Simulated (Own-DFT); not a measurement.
Simulation results for Al3GaN4 (wurtzite random alloy, strained, atoms displaced)

Computed with Own-DFT development build. A calculation, not a measurement: plane-wave PBE density functional theory by an unreviewed code, no spin, of a simulated periodic cell, stress positive in tension, free energy of the whole cell less one offset for each atom, forces on such cells passed a denser k mesh, this cell's mesh not checked; offsets are fitted by least squares, one for each functional and potential file, so energies compare only between cells with the same atoms and settings and are not formation energies; the far tail of each file's local potential was reset to the Coulomb form; each entry is a single point on an unrelaxed cell, so the pressure reflects the starting lattice, mostly measured values, from which strain is counted, and rises with the displacements; printed positions are rounded, which can move forces by about a meV/angstrom; the program is a retired in-house code; no spin-orbit coupling.

Common to all runs: functional PBE; potential files PseudoDojo norm-conserving, scalar-relativistic, standard set with the stringent files for Ga; wave cutoff 96 hartree; occupations Gaussian; smearing width 0.01 eV; k mesh 4 x 4 x 3 centred on Gamma.

```json
{"entry": 1, "formula": "Al3GaN4", "kind": "wurtzite random alloy, strained, atoms displaced", "structure": {"cell_angstrom": [[9.5581, 0.0, 0.0], [-4.7791, 8.2776, 0.0], [0.0, 0.0, 10.0655]], "atoms_fractional": [["Al", 0.10937, 0.22778, 0.99414], ["Al", 0.21084, 0.10872, 0.25522], ["N", 0.10917, 0.22803, 0.19031], ["N", 0.21476, 0.10634, 0.45041], ["Al", 0.1056, 0.21917, 0.50004], ["Al", 0.22781, 0.1102, 0.7561], ["N", 0.11802, 0.224, 0.68751], ["N", 0.2259, 0.11188, 0.94109], ["Al", 0.10645, 0.55573, 0.00594], ["Ga", 0.23486, 0.45534, 0.24827], ["N", 0.11379, 0.56007, 0.19212], ["N", 0.22607, 0.44809, 0.44195], ["Ga", 0.11061, 0.5611, 0.49693], ["Al", 0.22515, 0.44299, 0.75303], ["N", 0.11475, 0.55105, 0.69026], ["N", 0.22354, 0.44916, 0.9354], ["Al", 0.1164, 0.89435, 0.0058], ["Al", 0.22684, 0.77158, 0.25285], ["N", 0.10665, 0.87268, 0.18181], ["N", 0.22814, 0.78268, 0.43836], ["Al", 0.11318, 0.89881, 0.49302], ["Al", 0.2174, 0.77375, 0.74878], ["N", 0.10676, 0.89168, 0.68391], ["N", 0.22041, 0.77537, 0.94918], ["Al", 0.44969, 0.22775, 0.99292], ["Al", 0.55309, 0.10675, 0.24654], ["N", 0.45397, 0.23103, 0.19697], ["N", 0.54924, 0.1128, 0.43698], ["Ga", 0.44164, 0.22278, 0.50493], ["Al", 0.55043, 0.11479, 0.74621], ["N", 0.44536, 0.21954, 0.68979], ["N", 0.56031, 0.12002, 0.93736], ["Al", 0.44056, 0.54901, 0.99773], ["Al", 0.56126, 0.44206, 0.24678], ["N", 0.45165, 0.56092, 0.1944], ["N", 0.56354, 0.44259, 0.44197], ["Ga", 0.44756, 0.55608, 0.50186], ["Ga", 0.55584, 0.44879, 0.75187], ["N", 0.44163, 0.56601, 0.68968], ["N", 0.56318, 0.44602, 0.94119], ["Al", 0.45428, 0.89923, 0.99885], ["Al", 0.54836, 0.76608, 0.25116], ["N", 0.448, 0.89234, 0.19485], ["N", 0.55632, 0.77513, 0.43656], ["Al", 0.45686, 0.89813, 0.50814], ["Ga", 0.56156, 0.77636, 0.73957], ["N", 0.45846, 0.89394, 0.70378], ["N", 0.55513, 0.77228, 0.94623], ["Ga", 0.78066, 0.21954, 0.99494], ["Al", 0.89032, 0.10039, 0.24886], ["N", 0.7749, 0.21915, 0.18901], ["N", 0.89136, 0.11345, 0.43737], ["Al", 0.78222, 0.23217, 0.50169], ["Al", 0.89445, 0.11642, 0.7485], ["N", 0.7808, 0.21652, 0.69432], ["N", 0.88989, 0.10846, 0.93257], ["Al", 0.78424, 0.55539, 0.99578], ["Ga", 0.89343, 0.4448, 0.24561], ["N", 0.77782, 0.55063, 0.18877], ["N", 0.88588, 0.45497, 0.45335], ["Al", 0.77032, 0.55525, 0.50276], ["Al", 0.88566, 0.45061, 0.7535], ["N", 0.77665, 0.55152, 0.69151], ["N", 0.88706, 0.438, 0.93567], ["Al", 0.78074, 0.88366, 0.99388], ["Al", 0.88886, 0.78265, 0.23912], ["N", 0.77878, 0.89492, 0.18547], ["N", 0.88497, 0.77992, 0.44503], ["Ga", 0.77059, 0.88497, 0.49731], ["Al", 0.89068, 0.78811, 0.74543], ["N", 0.7692, 0.88424, 0.68784], ["N", 0.88724, 0.78293, 0.93739]]}, "results": {"free_energy_of_cell_above_offsets [eV]": "-23.545", "pressure [GPa]": -0.97, "stress_xx [GPa]": 3.15, "stress_yy [GPa]": 2.32, "stress_zz [GPa]": -2.57, "stress_yz [GPa]": -0.07, "stress_xz [GPa]": 0.14, "stress_xy [GPa]": -0.23, "force_element": ["Al", "Al", "N", "N", "Al", "Al", "N", "N", "Al", "Ga", "N", "N", "Ga", "Al", "N", "N", "Al", "Al", "N", "N", "Al", "Al", "N", "N", "Al", "Al", "N", "N", "Ga", "Al", "N", "N", "Al", "Al", "N", "N", "Ga", "Ga", "N", "N", "Al", "Al", "N", "N", "Al", "Ga", "N", "N", "Ga", "Al", "N", "N", "Al", "Al", "N", "N", "Al", "Ga", "N", "N", "Al", "Al", "N", "N", "Al", "Al", "N", "N", "Ga", "Al", "N", "N"], "force_x [eV/angstrom]": [0.485, 1.539, 0.714, -0.5, 0.262, -0.948, -0.073, -0.302, 0.585, -0.888, 0.579, -0.266, 0.492, -0.827, -0.951, -0.002, 0.001, -0.482, -0.463, -0.114, 0.118, 0.494, 1.11, 0.022, 0.091, -0.023, -1.313, 1.851, 0.168, 2.43, -0.977, -0.941, 0.455, -0.277, 1.12, -1.348, -0.028, -0.104, 0.627, -0.973, -0.141, 0.255, 0.126, -1.499, -0.813, -1.227, -2.951, -0.012, -0.185, -1.466, 0.803, -0.664, -0.163, 0.017, -1.347, 0.988, -0.427, -0.727, -0.597, 0.429, 1.058, 1.768, -0.33, 0.171, -1.85, 0.106, 0.431, 1.316, 0.737, 0.273, 2.721, 1.858], "force_y [eV/angstrom]": [-0.547, 0.453, -1.093, 1.665, 0.902, -0.229, -0.217, 0.521, 0.29, -1.293, -0.18, -1.194, -0.171, 0.326, 0.646, -0.645, -0.691, 1.46, 1.69, 1.115, -2.817, 0.163, -0.069, 0.65, -0.393, 1.046, -1.912, -0.318, -0.033, -0.306, 0.188, -1.037, 1.288, 0.601, -1.331, 0.312, -0.517, 0.031, -2.836, 0.099, -1.317, 2.831, -1.048, 0.562, -0.64, 0.445, 0.258, 0.446, -0.243, 2.057, -0.627, 0.494, -0.752, -0.694, 1.184, -0.334, 0.337, -0.736, 1.47, -1.263, 1.111, -1.178, 1.523, 1.942, 0.742, -1.191, -1.621, -0.543, 1.064, -1.05, 2.009, -0.855], "force_z [eV/angstrom]": [0.505, -0.728, -0.672, -2.208, -0.029, -1.448, 1.026, 0.488, -1.312, 0.784, -0.476, -0.076, 0.681, -1.462, 1.16, 1.6, -2.192, -0.526, 2.843, 0.649, 0.949, 0.461, 0.981, -1.145, 1.688, 0.572, -1.359, 0.782, -1.561, 0.726, 1.599, -0.104, 0.331, 0.853, -1.525, -0.727, -0.769, -0.598, 0.536, 0.794, -0.032, -0.636, -0.814, 0.218, -0.852, 3.062, -1.871, -0.074, 0.554, 0.03, 0.596, 0.228, -0.134, -0.782, -0.678, 0.766, 0.314, 1.337, -0.774, -1.426, -0.005, -1.517, 0.133, 1.036, 0.457, 1.185, 0.038, -1.547, -0.133, -0.008, 0.341, -0.098]}}
{"entry": 2, "formula": "Al3GaN4", "kind": "wurtzite random alloy, strained, atoms displaced", "structure": {"cell_angstrom": [[9.5581, 0.0, 0.0], [-4.7791, 8.2776, 0.0], [0.0, 0.0, 10.0655]], "atoms_fractional": [["Ga", 0.10575, 0.21668, 0.99965], ["Al", 0.22165, 0.11372, 0.24448], ["N", 0.10149, 0.22387, 0.18782], ["N", 0.22732, 0.12417, 0.4433], ["Al", 0.10325, 0.22056, 0.50666], ["Al", 0.22411, 0.11064, 0.74274], ["N", 0.1091, 0.21411, 0.68672], ["N", 0.23616, 0.12703, 0.92901], ["Ga", 0.10059, 0.55208, 0.00603], ["Al", 0.22346, 0.44274, 0.24519], ["N", 0.11382, 0.56073, 0.18966], ["N", 0.23422, 0.45313, 0.44018], ["Al", 0.11768, 0.55755, 0.49722], ["Al", 0.23308, 0.44144, 0.74471], ["N", 0.10874, 0.55599, 0.69361], ["N", 0.22155, 0.44813, 0.93774], ["Al", 0.1124, 0.88667, 0.99982], ["Ga", 0.21481, 0.77493, 0.25138], ["N", 0.12334, 0.89777, 0.19194], ["N", 0.22569, 0.77665, 0.44553], ["Al", 0.09989, 0.87801, 0.50167], ["Al", 0.2225, 0.77681, 0.74744], ["N", 0.11401, 0.88675, 0.6931], ["N", 0.21378, 0.77378, 0.94076], ["Al", 0.44055, 0.21975, 0.99836], ["Al", 0.55929, 0.11009, 0.24838], ["N", 0.45206, 0.21106, 0.178], ["N", 0.55421, 0.10787, 0.43977], ["Ga", 0.44799, 0.21922, 0.49948], ["Ga", 0.54807, 0.10521, 0.75941], ["N", 0.44755, 0.22751, 0.68592], ["N", 0.57093, 0.12289, 0.93993], ["Ga", 0.43371, 0.54302, 0.99251], ["Al", 0.5626, 0.44154, 0.24954], ["N", 0.45092, 0.55546, 0.19255], ["N", 0.55485, 0.44758, 0.43429], ["Al", 0.45816, 0.56286, 0.50332], ["Al", 0.55022, 0.43637, 0.75498], ["N", 0.4447, 0.5573, 0.69183], ["N", 0.55647, 0.45023, 0.93885], ["Al", 0.44479, 0.88631, 0.99966], ["Al", 0.54556, 0.7735, 0.25281], ["N", 0.4438, 0.88464, 0.18484], ["N", 0.55151, 0.78638, 0.45146], ["Al", 0.45075, 0.88649, 0.50555], ["Al", 0.55463, 0.7769, 0.75293], ["N", 0.43349, 0.88733, 0.69517], ["N", 0.54504, 0.77818, 0.94546], ["Al", 0.77746, 0.22857, 0.00201], ["Al", 0.89087, 0.1116, 0.24105], ["N", 0.77691, 0.22074, 0.19535], ["N", 0.89574, 0.11556, 0.44224], ["Al", 0.78352, 0.2308, 0.4962], ["Al", 0.8801, 0.10242, 0.74845], ["N", 0.76403, 0.22144, 0.69329], ["N", 0.88059, 0.10606, 0.94896], ["Al", 0.77674, 0.55505, 0.00251], ["Al", 0.89499, 0.44567, 0.25186], ["N", 0.77995, 0.56362, 0.19531], ["N", 0.88458, 0.43594, 0.44484], ["Al", 0.77402, 0.54835, 0.49865], ["Al", 0.89472, 0.44395, 0.75309], ["N", 0.76808, 0.5475, 0.68644], ["N", 0.90028, 0.45646, 0.9444], ["Ga", 0.76876, 0.87681, 0.00201], ["Ga", 0.88873, 0.7712, 0.25059], ["N", 0.77684, 0.88543, 0.18166], ["N", 0.89369, 0.78309, 0.44247], ["Ga", 0.78326, 0.8944, 0.50507], ["Al", 0.89396, 0.78814, 0.75029], ["N", 0.77354, 0.89273, 0.68702], ["N", 0.8895, 0.7741, 0.94121]]}, "results": {"free_energy_of_cell_above_offsets [eV]": "-22.811", "pressure [GPa]": -0.55, "stress_xx [GPa]": 1.95, "stress_yy [GPa]": 3.68, "stress_zz [GPa]": -3.98, "stress_yz [GPa]": -1.01, "stress_xz [GPa]": -0.14, "stress_xy [GPa]": -0.7, "force_element": ["Ga", "Al", "N", "N", "Al", "Al", "N", "N", "Ga", "Al", "N", "N", "Al", "Al", "N", "N", "Al", "Ga", "N", "N", "Al", "Al", "N", "N", "Al", "Al", "N", "N", "Ga", "Ga", "N", "N", "Ga", "Al", "N", "N", "Al", "Al", "N", "N", "Al", "Al", "N", "N", "Al", "Al", "N", "N", "Al", "Al", "N", "N", "Al", "Al", "N", "N", "Al", "Al", "N", "N", "Al", "Al", "N", "N", "Ga", "Ga", "N", "N", "Ga", "Al", "N", "N"], "force_x [eV/angstrom]": [0.013, 0.515, 2.017, -0.876, 1.796, 0.286, -0.791, -0.58, 2.874, 0.455, 0.02, -0.741, -0.069, -2.433, 1.106, -0.879, -0.113, 1.653, -1.64, -0.762, 2.033, -0.757, -0.982, 0.967, 1.371, -0.194, -1.736, 1.344, -0.589, -0.136, -0.865, -1.896, 0.236, -1.253, -0.571, 0.998, -1.196, 0.6, 1.111, 1.59, -1.42, 0.996, 0.195, 2.484, -2.793, -0.823, 1.819, 1.132, 1.195, -0.866, 0.305, -1.142, -0.491, -0.427, 2.685, -0.279, -0.029, -0.646, 1.26, 0.47, -0.174, -1.272, 0.633, -3.427, -0.171, -0.499, -0.611, -0.381, -0.546, 0.006, 0.566, 0.325], "force_y [eV/angstrom]": [0.62, 0.623, 0.235, -1.886, 1.102, 0.115, 0.501, -2.105, 1.608, 0.69, -1.905, -0.71, -0.469, -0.182, -0.459, -1.31, 0.611, 1.142, -0.056, 0.22, 2.028, -0.939, 0.322, 1.432, 0.759, -1.132, 1.452, -0.276, 0.408, 0.715, -0.668, -1.284, 1.832, -0.228, -0.774, 0.465, -0.599, 1.14, 0.099, -1.306, 0.611, 0.354, 0.599, -1.75, 1.626, 0.086, -0.608, -0.69, -0.002, -1.128, 0.916, 0.314, -2.692, 1.994, 0.398, 0.524, 0.318, -0.389, -3.073, 2.628, 0.411, -0.028, 1.114, -2.696, 0.487, 2.785, 0.375, -1.732, -0.005, -1.795, -1.005, 0.221], "force_z [eV/angstrom]": [-1.247, 1.359, 0.87, -1.031, -1.829, -0.347, 1.572, 0.939, -1.1, 0.972, 1.831, 0.111, 0.866, 0.414, -0.821, -0.762, -0.397, 0.426, -1.028, 0.324, 0.073, 0.925, -0.421, -0.282, -0.885, 0.291, 1.923, -0.454, -0.566, -1.94, 1.698, 2.095, 1.559, -0.546, 0.205, 0.472, -0.669, -1.276, 0.07, 0.489, -0.031, -0.288, 0.994, -1.8, 0.293, 0.101, -0.437, -1.854, 0.121, 1.102, -0.582, -1.056, 1.185, 0.827, -0.65, -1.736, -0.471, 0.156, -1.175, -1.327, 0.386, -0.643, 0.935, -0.794, -1.394, 0.083, 3.751, 0.304, -1.979, -0.141, 2.642, -0.408]}}
{"entry": 3, "formula": "Al3GaN4", "kind": "wurtzite random alloy, strained, atoms displaced", "structure": {"cell_angstrom": [[9.5581, 0.0, 0.0], [-4.7791, 8.2776, 0.0], [0.0, 0.0, 10.0655]], "atoms_fractional": [["Ga", 0.11299, 0.22603, 0.99776], ["Al", 0.22495, 0.11124, 0.25353], ["N", 0.10941, 0.23018, 0.18402], ["N", 0.2125, 0.1049, 0.44079], ["Al", 0.11481, 0.22279, 0.4978], ["Al", 0.22349, 0.10675, 0.7492], ["N", 0.12157, 0.23152, 0.68185], ["N", 0.22105, 0.12194, 0.94305], ["Al", 0.11386, 0.55612, 0.99502], ["Al", 0.21596, 0.43539, 0.25336], ["N", 0.11756, 0.55794, 0.19458], ["N", 0.22578, 0.4594, 0.43572], ["Al", 0.12609, 0.56487, 0.49969], ["Al", 0.228, 0.44681, 0.75269], ["N", 0.11061, 0.54408, 0.68884], ["N", 0.21348, 0.44147, 0.93461], ["Ga", 0.1097, 0.88148, 0.00181], ["Ga", 0.22257, 0.78663, 0.25138], ["N", 0.12032, 0.89696, 0.18358], ["N", 0.22345, 0.79569, 0.43027], ["Ga", 0.11325, 0.89316, 0.50067], ["Al", 0.21574, 0.7608, 0.75079], ["N", 0.11109, 0.90196, 0.68717], ["N", 0.21878, 0.77605, 0.93532], ["Al", 0.43542, 0.21872, 0.99483], ["Al", 0.55808, 0.10793, 0.24815], ["N", 0.45104, 0.21828, 0.19514], ["N", 0.54766, 0.10315, 0.43702], ["Al", 0.44314, 0.22372, 0.49955], ["Al", 0.55345, 0.11118, 0.75442], ["N", 0.45287, 0.22834, 0.68403], ["N", 0.54897, 0.11619, 0.9421], ["Ga", 0.43935, 0.55433, 0.00014], ["Ga", 0.56697, 0.45094, 0.24772], ["N", 0.44459, 0.56123, 0.18236], ["N", 0.56218, 0.4449, 0.43981], ["Al", 0.44509, 0.55643, 0.50477], ["Al", 0.56076, 0.44269, 0.75391], ["N", 0.43698, 0.55332, 0.69299], ["N", 0.55146, 0.44758, 0.94821], ["Al", 0.44862, 0.88361, 0.99504], ["Al", 0.55999, 0.78854, 0.25434], ["N", 0.43183, 0.88061, 0.1965], ["N", 0.55306, 0.7828, 0.44037], ["Al", 0.44017, 0.89019, 0.49398], ["Al", 0.56568, 0.78509, 0.7575], ["N", 0.44269, 0.89269, 0.68718], ["N", 0.55935, 0.76978, 0.94694], ["Al", 0.78051, 0.21971, 0.99573], ["Ga", 0.89751, 0.11633, 0.25001], ["N", 0.77992, 0.22758, 0.19465], ["N", 0.89042, 0.1109, 0.44277], ["Al", 0.76933, 0.21751, 0.50722], ["Al", 0.88661, 0.11195, 0.75323], ["N", 0.77523, 0.22127, 0.69891], ["N", 0.88118, 0.10981, 0.93714], ["Ga", 0.78139, 0.55961, 0.99653], ["Al", 0.89105, 0.44263, 0.24624], ["N", 0.77835, 0.54844, 0.19169], ["N", 0.89875, 0.45523, 0.43467], ["Ga", 0.78335, 0.55638, 0.49548], ["Al", 0.89451, 0.45639, 0.74142], ["N", 0.78184, 0.55296, 0.69226], ["N", 0.87745, 0.44016, 0.94384], ["Al", 0.78153, 0.88883, 0.9946], ["Al", 0.88803, 0.77408, 0.24752], ["N", 0.784, 0.88831, 0.19752], ["N", 0.89732, 0.77515, 0.43842], ["Al", 0.7715, 0.88812, 0.49932], ["Al", 0.8825, 0.77127, 0.74918], ["N", 0.76873, 0.87547, 0.69237], ["N", 0.89182, 0.78496, 0.93125]]}, "results": {"free_energy_of_cell_above_offsets [eV]": "-22.325", "pressure [GPa]": -0.42, "stress_xx [GPa]": 2.14, "stress_yy [GPa]": 3.49, "stress_zz [GPa]": -4.36, "stress_yz [GPa]": -0.33, "stress_xz [GPa]": 0.92, "stress_xy [GPa]": 0.85, "force_element": ["Ga", "Al", "N", "N", "Al", "Al", "N", "N", "Al", "Al", "N", "N", "Al", "Al", "N", "N", "Ga", "Ga", "N", "N", "Ga", "Al", "N", "N", "Al", "Al", "N", "N", "Al", "Al", "N", "N", "Ga", "Ga", "N", "N", "Al", "Al", "N", "N", "Al", "Al", "N", "N", "Al", "Al", "N", "N", "Al", "Ga", "N", "N", "Al", "Al", "N", "N", "Ga", "Al", "N", "N", "Ga", "Al", "N", "N", "Al", "Al", "N", "N", "Al", "Al", "N", "N"], "force_x [eV/angstrom]": [-1.073, 0.244, 1.952, 0.743, -0.977, -0.521, -0.544, 1.513, -1.038, 0.405, -0.743, 1.761, -2.111, -0.309, -0.502, -0.113, -0.41, -0.386, -2.1, 1.947, -0.59, -0.14, 0.568, 1.563, 0.661, -0.365, -1.475, 0.475, 0.369, -0.205, -0.467, 1.323, -0.201, -1.968, -0.17, -1.845, 0.194, -0.988, 1.818, 0.95, -1.165, -0.143, 3.262, 0.501, 0.027, -1.946, 0.327, -0.755, -1.776, -1.188, -0.018, -0.374, 0.594, 0.935, 0.067, 0.564, -0.94, 0.584, 1.25, 1.05, 0.044, 0.658, -1.17, 2.501, -0.124, 0.764, -0.708, -2.411, 1.108, 0.776, 0.721, -0.259], "force_y [eV/angstrom]": [-0.137, 0.564, -0.721, 2.79, 0.478, 1.96, -1.091, -1.581, -0.448, 2.673, -0.8, -1.754, 0.101, -1.242, 1.479, 1.081, 1.384, -1.914, -0.12, -2.02, -0.579, 2.243, -2.769, -0.705, 1.058, 0.113, -0.137, 1.458, -0.351, 0.035, -0.623, -1.357, -0.878, -1.053, -0.167, -0.181, 0.221, 0.252, 1.055, -1.338, 0.588, -1.508, 2.068, -0.667, 0.028, -1.506, -0.886, 2.604, 0.765, -0.527, -1.171, 0.163, 0.618, 0.112, 0.289, -0.765, -0.263, 0.755, 2.189, -1.676, 0.018, -2.37, 0.754, 0.272, 0.117, 0.085, -0.293, 0.844, -0.081, 1.052, 1.766, -0.355], "force_z [eV/angstrom]": [-0.261, -1.031, 1.606, -0.867, 0.134, -0.016, 1.665, -1.567, 1.466, -1.11, -1.416, 0.844, -0.983, -1.044, -0.103, 0.194, -1.357, -1.414, 1.672, 3.516, 0.233, -1.03, 1.737, 0.11, 1.786, -0.046, -0.856, 0.702, -0.999, -0.816, 1.42, -0.024, -0.203, -0.265, 3.131, 0.946, -0.797, -0.173, 0.163, -1.865, 1.054, -1.046, -2.099, 0.516, 0.637, -1.031, 0.93, -1.258, 0.938, 0.317, -1.301, 1.143, -1.132, -1.626, -0.715, 0.386, 0.676, 0.321, -0.403, 1.138, 0.212, 1.486, 0.293, -1.476, 1.314, 0.472, -1.52, -0.498, -0.177, -1.215, -0.427, 1.013]}}
```
